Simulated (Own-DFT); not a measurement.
# How strain changes the stress of 3C SiC, 96 atoms (C48Si48)

Calculated results; nothing here was measured. They come from Own-DFT, an in-house plane-wave density functional program, since retired, whose code no person has reviewed. Each row is one single-point run on a periodic cell that was not relaxed, without spin or spin-orbit coupling.

Settings of every run: PBE; PseudoDojo norm-conserving scalar-relativistic files; cutoff 42 hartree; 3 x 4 x 4 k mesh centred on Gamma; Fermi-Dirac smearing of 0.1 eV.

Known limits: forces on such cells passed a denser k mesh, each cell not checked; stress not checked against mesh or cutoff.

Unstrained cell vectors in Å: (13.079, 0.000, 0.000); (0.000, 8.719, 0.000); (0.000, 0.000, 8.719). The unstrained cell has measured lattice constants (interpolated for alloys), not those of this functional. That, the random moves and any unrelaxed bonds set the pressure at no strain. Each run strains this cell uniformly, with the atoms carried along. Every atom was also moved at random, by a Gaussian of width 0.05 Å on each axis. Strain is the symmetric tensor, in per cent. Stress is positive in tension, and the pressure is minus a third of its trace.

```
run  e_xx (%)  e_yy (%)  e_zz (%)  e_yz (%)  e_xz (%)  e_xy (%)  s_xx (GPa)  s_yy (GPa)  s_zz (GPa)  s_yz (GPa)  s_xz (GPa)  s_xy (GPa)  P (GPa)  E (meV/atom)
  1      1.64      0.66     -1.90     -1.01      0.58     -1.29       -0.84       -3.98       -9.24       -6.81        2.29       -5.91     4.69          17.0
  2      0.58     -1.35      1.71      1.53     -1.80     -1.24       -3.53       -8.15       -0.27        8.72       -9.01       -6.42     3.98          31.5
  3     -0.84      0.57     -1.52      1.25      1.28     -0.58      -10.31       -6.84      -11.88        8.14        6.85       -3.82     9.68          24.0
  4      1.13      0.13     -0.66     -1.02     -1.26      1.38       -2.34       -5.06       -6.40       -4.70       -6.21        8.35     4.60          25.4
  5     -0.12      0.06      0.09     -1.99      1.94      1.06       -7.06       -6.51       -6.36      -11.69       11.09        5.85     6.64          55.3
  6     -0.41     -0.16     -0.48      0.03      1.41     -0.77       -8.33       -7.34       -8.03        0.16        8.32       -3.22     7.90          11.5
  7      1.35     -0.84     -1.25     -0.32     -1.06     -1.06       -3.28       -8.88       -9.96       -2.50       -5.57       -4.82     7.37          32.4
  8      0.12     -0.94     -0.20     -0.46      1.20     -1.28       -6.68       -9.09       -7.28       -2.70        6.14       -6.01     7.68          14.0
  9     -0.16      0.88      1.84      0.83      0.73     -0.13       -1.85        0.46        2.81        3.45        3.06       -0.97    -0.48           0.0
 10      1.15     -1.75     -1.15      1.84     -1.30     -1.19       -5.69      -13.17      -12.19       11.03       -7.51       -5.40    10.35          49.5
 11      0.68      1.48      1.22      1.49      0.35      1.52        0.30        1.89        1.44        7.67        1.91        7.44    -1.21          19.0
 12     -0.43     -1.21      1.32     -1.14     -0.55      0.26       -6.98       -9.16       -2.71       -6.38       -2.10        1.75     6.28          15.5
 13     -1.15     -0.75      0.60      0.10     -0.19      1.67      -10.41       -9.80       -4.97        0.03       -1.26        9.79     8.39          14.7
 14      1.20     -1.41     -1.90      0.78      1.16     -0.55       -5.99      -12.17      -13.41        3.94        6.69       -2.38    10.53          31.5
 15     -0.74      1.55     -0.01     -0.54      0.88     -0.05           ?           ?           ?           ?           ?           ?        ?             ?
```

E is the free energy for each atom above the lowest run shown.

## Worked fit

Each stress component was fitted by least squares to a constant and the strains of the runs shown, as fractions, with shears doubled. Shear strains stay in the fit of a normal stress only where such slopes are resolved. The slopes, in GPa:

| stress | at no strain | per e_xx | per e_yy | per e_zz | scatter |
|---|---|---|---|---|---|
| s_xx | -5.8 | 382 ± 17 | 146 ± 14 | 139 ± 11 | 0.48 |
| s_yy | -5.9 | 123 ± 17 | 382 ± 13 | 136 ± 11 | 0.47 |
| s_zz | -5.6 | 112 ± 22 | 146 ± 18 | 382 ± 15 | 0.63 |

Each shear stress against twice its own strain: yz 286 ± 10, xz 270 ± 12, xy 266 ± 8 GPa. These are stiffnesses along x, y and z of the frame in which the cell vectors are given, which need not be the crystal's axes. The atoms are held to the strained lattice; where symmetry lets them move under strain, relaxing them would lower some slopes. The table should be nearly symmetric about its diagonal, and what it lacks of that shows the noise. A ninth of its sum, 217 ± 8 GPa, estimates the bulk modulus near the mean pressure of these runs, 6.2 GPa, so it lies above the value at zero pressure.

## Withheld run

Question: what normal stresses and pressure should run 15 give?

The fit gives s_xx = -6.4, s_yy = -0.9, s_zz = -4.2 and P = 3.8 GPa. The calculation gave -5.64, -0.05, -4.39 and P = 3.36 GPa.
